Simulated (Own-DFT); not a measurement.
# Computed records: Hf$_{36}$O$_{71}$ (tetragonal hafnia with one neutral oxygen vacancy, atoms displaced)

A calculation, not a measurement: plane-wave PBE and HSE06 DFT by an unreviewed code, no spin, of a simulated cell at Gamma alone, so results move with cell size and shape, stress positive in tension, energies less offsets, not probed for a lower state with spin; hafnium file: forces about 75 meV/angstrom off all-electron values; oxygen file: force components 24 meV/angstrom off all-electron in a glass; k mesh not checked against a denser one; forces and stress are PBE's, HSE06 gives the energy alone, and its difference from PBE has offsets of its own; offsets are fitted by least squares, one for each functional and potential file, so energies compare only between cells with the same atoms and settings and are not formation energies; the far tail of each file's local potential was reset to the Coulomb form; each entry is a single point on an unrelaxed cell, so the pressure reflects the starting lattice, taken from the Materials Project, from which strain is counted, and rises with the displacements; printed positions are rounded, which can move forces by about a meV/angstrom; the program is a retired in-house code; no spin-orbit coupling. Program: Own-DFT development build.

Settings shared by all entries: first functional PBE; second functional HSE06; exact exchange share 0.25; screening 0.11 1/bohr; exchange divergence Gygi-Baldereschi; potential files PseudoDojo norm-conserving, scalar-relativistic, made for PBE, standard set; wave cutoff 48 hartree; occupations fixed; k mesh 1 x 1 x 1 centred on Gamma.

(1) 
```xyz
107
Lattice="10.7800 0.0000 0.0000 0.0000 10.7800 0.0000 0.0000 0.0000 10.4493" Properties=species:S:1:pos:R:3:force_x:R:1:force_y:R:1:force_z:R:1 formula=Hf36O71 PBE_energy_of_cell_above_offsets=-100.935 HSE06_less_PBE_above_offsets=-0.142 PBE_pressure=0.71 PBE_stress_xx=-0.84 PBE_stress_yy=-0.03 PBE_stress_zz=-1.25 PBE_stress_yz=-0.32 PBE_stress_xz=0.31 PBE_stress_xy=0.07
Hf    10.7610    10.7706    10.4275      0.744     -0.205       0.59
Hf     1.7717     1.8721     2.5796      0.647     -1.147       0.55
O      0.0034     1.7503     1.5713      0.016      0.134      0.239
O     10.7604     1.7962     4.2354      0.321      0.093     -0.695
O      1.7750    10.7239     1.0292      0.335      0.261      0.248
Hf    10.7281    10.7767     5.2412      1.195     -0.102      0.028
Hf     1.8212     1.7807     7.8740     -0.467      0.417     -0.421
O      0.0160     1.7985     6.8187     -0.602     -0.416      0.343
O      1.8037     0.0282     8.9316      0.214     -0.953     -0.626
O      0.0551     1.7792     9.4207     -0.493      0.453      0.048
O      1.8147     0.0172     6.2708     -0.376     -0.121     -0.464
Hf    10.7269     3.5880    10.4432        1.8     -0.611     -0.376
Hf     1.8310     5.4207     2.6153     -0.422      0.252      0.041
O     10.7552     5.4151     1.6107      0.184     -0.035     -0.142
O      1.7958     3.6211     3.6295      -0.17      -0.03      0.202
O      0.0130     5.4155     4.2291     -0.159      -0.17      0.102
O      1.7833     3.5745     1.0214     -0.045      0.117      0.024
Hf    10.7775     3.5965     5.1923     -0.148     -0.056      0.615
Hf     1.7975     5.3300     7.8651      0.864      0.925     -0.557
O     10.7667     5.4075     6.8929      0.337     -0.093     -0.708
O      1.7652     3.6264     8.8851      0.349     -0.982      -0.04
O     10.7756     5.3354     9.4332     -0.388      0.838     -0.023
O      1.7662     3.5466     6.2929      0.145      0.462     -0.416
Hf    10.7676     7.1459    10.4324      1.213      0.831      0.174
Hf     1.8311     9.0073     2.6233     -1.383      0.626      0.208
O      0.0694     8.9769     1.5356      -1.27      0.117      1.099
O      1.8357     7.1951     3.6561      0.139      0.026     -0.309
O      0.0545     9.0311     4.1996       0.35     -0.541     -0.011
O      1.7759     7.2346     1.0343      0.646     -0.696     -0.354
Hf     0.0020     7.2012     5.2572      0.744      0.471     -0.413
Hf     1.8031     8.9835     7.8536     -0.477     -0.121     -0.367
O     10.7514     9.0281     6.8022      0.564      0.156      0.597
O      1.8058     7.1716     8.8599     -0.209      0.064     -0.053
O      0.0149     8.9910     9.4715      0.042     -0.462      -0.83
O      1.8229     7.1693     6.2611     -0.533      0.277     -0.125
Hf     3.5327    10.7322    10.4460      0.305      1.123      0.422
Hf     5.3706     1.8063     2.5464      -0.28     -0.279      1.353
O      3.5726     1.7539     1.6021     -0.124      0.346      -0.19
O      5.4032     0.0055     3.6667      0.205     -0.312     -0.705
O      3.6303     1.8119     4.2306     -0.608     -0.447     -0.006
O      5.3529    10.7648     1.0210      0.614      0.062     -0.221
Hf     3.6092    10.7251     5.2426     -0.178      1.516     -0.178
Hf     5.3497     1.7681     7.7960      0.636      0.642      1.146
O      3.6004     1.7904     6.8196     -0.179      0.006      0.069
O      5.3967    10.7199     8.8499     -0.183      0.743      0.137
O      3.5638     1.8095     9.4351      0.152     -0.449     -0.082
O      5.3984    10.6898     6.2988      0.481      0.438     -0.252
Hf     3.6013     3.5929    10.4326      0.325       0.16      0.054
Hf     5.3950     5.4326     2.6198     -0.762     -1.114      0.261
O      3.6020     5.4032     1.6248     -0.122     -0.126     -0.225
O      5.3557     3.6008     3.6745      0.333      0.103     -0.558
O      3.5954     5.3874     4.2217     -0.091      0.064     -0.474
O      5.4166     3.5898     1.0324     -0.528     -0.288     -0.032
Hf     3.5700     3.6046     5.2429      0.342     -0.243          0
Hf     5.4137     5.4194     7.7929     -0.922     -1.248      0.802
O      3.6171     5.3773     6.7508     -0.526     -0.045      0.816
O      5.3905     3.6064     8.8598     -0.353     -0.388     -0.315
O      3.5760     5.3742     9.4399     -0.149      0.414       0.05
O      5.3807     3.6004     6.2860      0.152     -0.241     -0.514
Hf     3.6068     7.2123    10.4485     -0.942     -1.198     -0.192
Hf     5.3611     8.9677     2.5561      0.748      1.279      1.092
O      3.5880     8.9904     1.6103      0.229     -0.272     -0.464
O      5.3536     7.1973     3.6240      0.137     -0.038     -0.014
O      3.5949     9.0178     4.2376     -0.324      -0.61     -0.895
O      5.3610     7.1286     1.0143      0.823       0.52      0.137
Hf     3.5915     7.1929     5.1855     -0.639     -0.377      0.648
Hf     5.3910     8.9999     7.8312      0.079     -0.551     -0.264
O      3.5712     8.9845     6.8046      0.153      0.004      0.577
O      5.3970     7.1280     8.8488     -0.052      1.335      0.176
O      3.5933     8.9732     9.4518      -0.07     -0.177     -0.492
O      5.3673     7.2221     6.2182      0.474     -0.348     -0.001
Hf     7.2322     0.0272     0.0080     -1.212     -0.452     -0.109
Hf     9.0334     1.7945     2.6109     -0.629      0.019      0.637
O      7.1881     1.8037     1.5886      0.588     -0.193     -0.067
O      9.0204    10.7630     3.6681     -0.386      0.144     -0.473
O      7.2166     1.8230     4.2263      0.014     -0.471      0.131
O      8.9914    10.7711     1.0387     -0.235     -0.045      0.258
Hf     7.2209    10.7754     5.2483     -1.741     -0.239     -1.385
Hf     8.9705     1.8107     7.8084       0.57      0.282      0.072
O      7.1911     1.8088     6.8610     -0.438     -0.318     -0.441
O      9.0007    10.7566     8.9026     -0.221       1.03     -0.309
O      7.0994     1.7814     9.4213      0.711      0.023      0.351
O      8.9201    10.7754     6.2125      0.902       0.17      1.288
Hf     7.2277     3.5601     0.0268     -1.083      -0.05     -0.626
Hf     8.9698     5.4565     2.5942      0.402     -0.626      0.871
O      7.1393     5.3565     1.5924      1.594      0.486     -0.182
O      8.9783     3.5918     3.6173      0.385      0.564     -0.413
O      7.1904     5.3390     4.1813     -0.007      1.411      0.004
O      9.0525     3.5301     1.0080     -1.481      0.217      0.591
Hf     7.1299     3.6179     5.1981        0.3     -1.212      0.474
Hf     9.0207     5.3817     7.8429     -0.559      0.183      0.168
O      7.1813     5.3852     6.8460       0.92      0.416     -0.783
O      8.9740     3.6002     8.8787      -0.02     -0.507     -0.037
O      7.1240     5.3389     9.4419      0.892      0.804       0.42
O      8.9916     3.5473     6.2634       -0.2      0.409     -0.251
Hf     7.2160     7.1512     0.0211     -0.622      0.164     -0.808
Hf     8.9647     9.0050     2.5686      0.925     -0.042       0.43
O      7.1694     8.9832     1.5630      0.027     -0.227      0.226
O      9.0221     7.2119     3.6463     -0.151     -0.319     -0.423
O      7.2027     8.9095     4.1948      0.078      0.663      0.162
O      9.0329     7.2506     1.0224     -1.251     -0.608      0.226
Hf     7.1738     7.1432     5.2471      0.581      0.985      0.093
Hf     8.9645     9.0107     7.8708      0.047      -0.64     -0.515
O      7.1926     8.9189     6.8046      0.075      0.103      0.408
O      9.0061     7.2297     8.8526     -0.078     -1.229       0.32
O      7.2314     8.9638     9.4574     -0.192      0.024     -0.048
O      9.0531     7.2490     6.2604     -1.357     -0.698     -0.115
```

Units: PBE_energy_of_cell_above_offsets, HSE06_less_PBE_above_offsets in eV; PBE_pressure, PBE_stress_xx, PBE_stress_yy, PBE_stress_zz, PBE_stress_yz, PBE_stress_xz, PBE_stress_xy in GPa; force_x, force_y, force_z in eV/Å.

(2) 
```xyz
107
Lattice="10.7800 0.0000 0.0000 0.0000 10.7800 0.0000 0.0000 0.0000 10.4493" Properties=species:S:1:pos:R:3:force_x:R:1:force_y:R:1:force_z:R:1 formula=Hf36O71 PBE_energy_of_cell_above_offsets=-100.813 HSE06_less_PBE_above_offsets=-0.135 PBE_pressure=1.02 PBE_stress_xx=-1.51 PBE_stress_yy=0.21 PBE_stress_zz=-1.76 PBE_stress_yz=0.5 PBE_stress_xz=-0.58 PBE_stress_xy=0.01
Hf     0.0062     0.0417    10.3898     -0.006     -0.891      0.237
Hf     1.7318     1.7707     2.6709      0.683      0.231     -0.295
O     10.7466     1.8323     1.6264      0.609      -0.02     -0.813
O      1.7963    10.7653     3.6425     -0.472     -0.324      0.093
O     10.7319     1.8339     4.1964      0.702      -1.46      -0.08
O      1.7570     0.0203     1.0443      0.249     -0.381     -0.523
Hf     0.0269    10.7192     5.2609      -0.91        1.4     -0.672
Hf     1.7693     1.7809     7.8470      0.134       0.56     -0.195
O     10.7474     1.8239     6.7664      0.767     -0.618      0.644
O      1.7705    10.7458     8.8152     -0.224      0.159      0.242
O     10.7449     1.8398     9.3961      0.416     -0.093      0.208
O      1.7760     0.0111     6.2493      0.367     -0.124     -0.026
Hf     0.0242     3.6173     0.0515     -0.019     -0.324      -1.26
Hf     1.7858     5.3915     2.5980      0.936     -0.016      0.991
O      0.0260     5.3685     1.6145     -0.232       0.14     -0.999
O      1.7908     3.5882     3.6314      0.166      0.062      -0.23
O      0.0054     5.3257     4.2042      0.182      1.892     -0.356
O      1.7810     3.6089     1.0223      0.648      0.137      0.294
Hf    10.7714     3.5700     5.2080     -0.289      0.035      0.243
Hf     1.7967     5.3663     7.7932     -1.034      0.042      0.817
O      0.0173     5.3889     6.7847     -0.516      0.252       0.57
O      1.8159     3.6138     8.8641      0.005     -0.552     -0.344
O      0.0895     5.3772     9.4112     -1.017     -0.014      0.228
O      1.7835     3.5689     6.2409      0.389      0.249      0.222
Hf    10.7694     7.1475     0.0079      0.912      0.776      -0.54
Hf     1.7678     8.9727     2.5926     -0.057       0.26     -0.307
O      1.8457     7.2293     3.6162     -0.548     -0.924      0.056
O      0.0399     8.9566     4.2111     -0.153      0.482     -0.451
O      1.7906     7.1538     0.9933      0.044      0.463      0.361
Hf    10.7791     7.2110     5.1906      0.154     -1.519       0.38
Hf     1.8034     8.9344     7.7929      0.119     -0.086      0.889
O      0.0042     8.9488     6.8212     -0.154      0.358     -0.501
O      1.7930     7.1662     8.8875      0.516      0.173      -0.75
O     10.7767     8.9234     9.4355      0.066      0.886      0.718
O      1.8116     7.1866     6.2787     -0.117      0.117     -0.437
Hf     3.6405    10.7721    10.4134     -1.441       0.26       0.32
Hf     5.3529     1.8465     2.5304       0.56     -0.586      1.555
O      3.5994     1.8104     1.6006     -0.742       0.02      0.062
O      5.3899    10.7421     3.6346     -0.395      1.072     -0.411
O      3.5307     1.7499     4.1844      0.417      0.956      0.396
O      5.3656     0.0304     0.9751      0.453     -0.085      0.505
Hf     3.5921     0.0000     5.2017      0.379     -0.226      0.189
Hf     5.3844     1.8046     7.8716      0.262     -0.479     -1.545
O      3.5710     1.8153     6.8431      0.132      0.061      0.033
O      5.4085     0.0207     8.8089     -0.281     -0.521      1.022
O      3.5196     1.8049     9.4815       0.33     -0.181     -0.311
O      5.3604     0.0014     6.2928      0.097     -0.143     -0.577
Hf     3.5930     3.6374     0.0130     -1.026     -1.242      0.105
Hf     5.3701     5.3879     2.6103      0.468       0.11      0.916
O      3.6149     5.4197     1.6226     -0.486      -0.34     -0.456
O      5.4347     3.5967     3.6575     -0.491     -0.319     -0.808
O      3.5780     5.3796     4.1824      0.095      0.119      0.738
O      5.3822     3.5838     0.9829      0.213      0.013      0.525
Hf     3.5895     3.5969     5.2674     -0.047     -0.568     -0.872
Hf     5.3370     5.4128     7.8441      1.059     -0.382       0.23
O      3.5916     5.3840     6.8084     -0.018      0.105     -0.081
O      5.4185     3.5396     8.7954     -0.328      1.592      0.928
O      3.5609     5.3473     9.4878      0.713      1.317     -0.882
O      5.4018     3.6144     6.2144     -0.518      0.074      0.225
Hf     3.6197     7.2246    10.4284     -0.605     -0.199       0.11
Hf     5.3520     8.9911     2.6340      0.739       -0.3      0.254
O      3.5983     8.9930     1.5639     -0.302     -0.066     -0.137
O      5.3839     7.1744     3.6124     -0.032      0.342      0.106
O      3.5631     8.9731     4.1985      0.405     -0.101      0.265
O      5.3805     7.1860     0.9949      0.448     -0.164      0.418
Hf     3.6192     7.1733     5.2884     -0.084      0.238     -1.408
Hf     5.4002     8.9868     7.8397      0.266      0.255     -0.128
O      3.6042     9.0085     6.8004     -0.025     -0.588     -0.006
O      5.4138     7.2012     8.9085     -0.645     -0.426     -0.695
O      3.6050     8.9988     9.3808      0.066     -0.109      0.155
O      5.4341     7.1441     6.2300     -1.026      0.019      0.452
Hf     7.1589     0.0447     0.0222      0.771      -0.83     -0.409
Hf     8.9805     1.7953     2.5809     -0.196      0.006      1.452
O      7.2108     1.7730     1.5687     -0.726        0.2     -0.268
O      8.9945     0.0210     3.6508      0.355     -0.663     -0.704
O      7.1990     1.7858     4.1716     -0.068       0.19      0.272
O      8.9977     0.0060     0.9811      0.282       -0.3        0.2
Hf     7.1704     0.0169     5.2610     -0.489      0.466     -0.689
Hf     9.0211     1.7341     7.8409     -0.838      1.536     -0.675
O      7.1488     1.7980     6.7809      0.368      0.055      0.624
O      9.0157     0.0151     8.8405      0.035     -0.994       0.04
O      7.1732     1.7825     9.4383     -0.115      0.203      0.069
O      8.9498     0.0378     6.2108      0.863     -0.415      0.596
Hf     7.1729     3.6028     0.0092      1.038     -0.316      -0.86
Hf     9.0424     5.3931     2.5386     -0.799     -0.482      1.959
O      7.2190     5.3505     1.6629     -0.527      0.091     -1.124
O      9.0121     3.6091     3.6426     -0.399       0.13     -0.837
O      7.1670     5.4031     4.1846      0.217     -0.231      0.678
O      9.0149     3.5943     0.9782     -0.728      0.336      0.568
Hf     7.1942     3.5803     5.2270      0.376       -0.4     -0.395
Hf     8.9629     5.4254     7.8555      0.201     -1.181     -0.401
O      7.1273     5.4041     6.8560      1.162       0.07     -0.133
O      8.9312     3.5763     8.8729      0.009       0.67      -0.51
O      7.1559     5.3836     9.4195      0.272      0.331      0.545
O      9.0164     3.5617     6.2419     -0.932      0.602      0.105
Hf     7.1902     7.1691     0.0375     -0.734      0.787     -0.612
Hf     8.9980     8.9955     2.6239     -0.026      0.703     -0.033
O      7.2290     8.9722     1.6173      -0.84      0.019      0.082
O      8.9842     7.2046     3.6196      0.286     -0.335      0.005
O      7.1801     9.0392     4.2393      0.102     -1.274      0.027
O      8.9764     7.1821     0.9703      0.505     -0.238      0.643
Hf     7.2090     7.1378     5.2211      -0.02      0.892     -0.444
Hf     8.9781     8.9295     7.8293     -0.476      1.497     -0.267
O      7.1634     8.9098     6.8081      0.351      0.391      0.459
O      8.9855     7.2737     8.8294     -0.122     -2.515      0.757
O      7.1770     8.9700     9.4484     -0.057       0.47      0.129
O      9.0024     7.2072     6.2745     -0.023     -0.326     -0.456
```

Units: PBE_energy_of_cell_above_offsets, HSE06_less_PBE_above_offsets in eV; PBE_pressure, PBE_stress_xx, PBE_stress_yy, PBE_stress_zz, PBE_stress_yz, PBE_stress_xz, PBE_stress_xy in GPa; force_x, force_y, force_z in eV/Å.
